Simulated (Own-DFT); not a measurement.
# Response to strain: diamond-structure GeSn with randomly placed atoms, 64 atoms (Ge56Sn8)

Calculated results; nothing here was measured. They come from Own-DFT, an in-house plane-wave density functional program, since retired, whose code no person has reviewed. Each row is one single-point run on a periodic cell that was not relaxed, without spin or spin-orbit coupling.

Settings of every run: PBE; PseudoDojo norm-conserving scalar-relativistic files; cutoff 49 hartree; 3 x 3 x 3 k mesh centred on Gamma; Fermi-Dirac smearing of 0.1 eV.

Known limits: forces on such cells moved up to 12 meV/angstrom on a denser k mesh; stress not checked against mesh or cutoff.

Unstrained cell vectors in Å: (11.524, 0.000, 0.000); (0.000, 11.524, 0.000); (0.000, 0.000, 11.524). The unstrained cell has measured lattice constants (interpolated for alloys), not those of this functional. That, the random moves and any unrelaxed bonds set the pressure at no strain. Each run strains this cell uniformly, with the atoms carried along. Every atom was also moved at random, by a Gaussian of width 0.05 Å on each axis. The random placing of the alloy's atoms differs from row to row. Strain is the symmetric tensor, in per cent. Stress is positive in tension, and the pressure is minus a third of its trace.

```
run,e_xx (%),e_yy (%),e_zz (%),s_xx (GPa),s_yy (GPa),s_zz (GPa),P (GPa),E (meV/atom)
1,2.25,2.25,0.00,-1.58,-1.57,-2.80,1.98,5.3
2,-3.00,-3.00,0.00,-11.13,-11.10,-9.28,10.50,112.8
3,0.75,0.75,0.00,-4.06,-4.12,-4.45,4.21,37.0
4,1.75,1.75,0.00,-2.61,-2.64,-3.51,2.92,29.1
5,3.00,3.00,0.00,-0.76,-0.65,-2.20,1.20,10.9
6,1.25,1.25,0.00,-3.46,-3.29,-4.10,3.62,37.7
7,2.75,2.75,0.00,-0.73,-0.88,-2.37,1.33,0.0
8,-2.50,-2.50,0.00,-9.99,-10.04,-8.39,9.47,93.7
9,2.00,2.00,0.00,?,?,?,?,?
```

E is the free energy for each atom above the lowest run shown.

## Worked fit

The change of volume is close to e_xx + e_yy + e_zz. A straight line through the runs shown gives P = 5.67 - 78 x (fractional change of volume) GPa, with an error of 2 on the slope and a scatter of 0.20 GPa. The strain isn't the same on all axes, but the crystal is cubic, so the slope still estimates the bulk modulus, averaged over pressures from 1.2 to 10.5 GPa.

## Withheld run

Question: what pressure should run 9 give? Its volume changes by 4.04 %.

The line gives 2.5 GPa. The calculation gave 2.23 GPa.
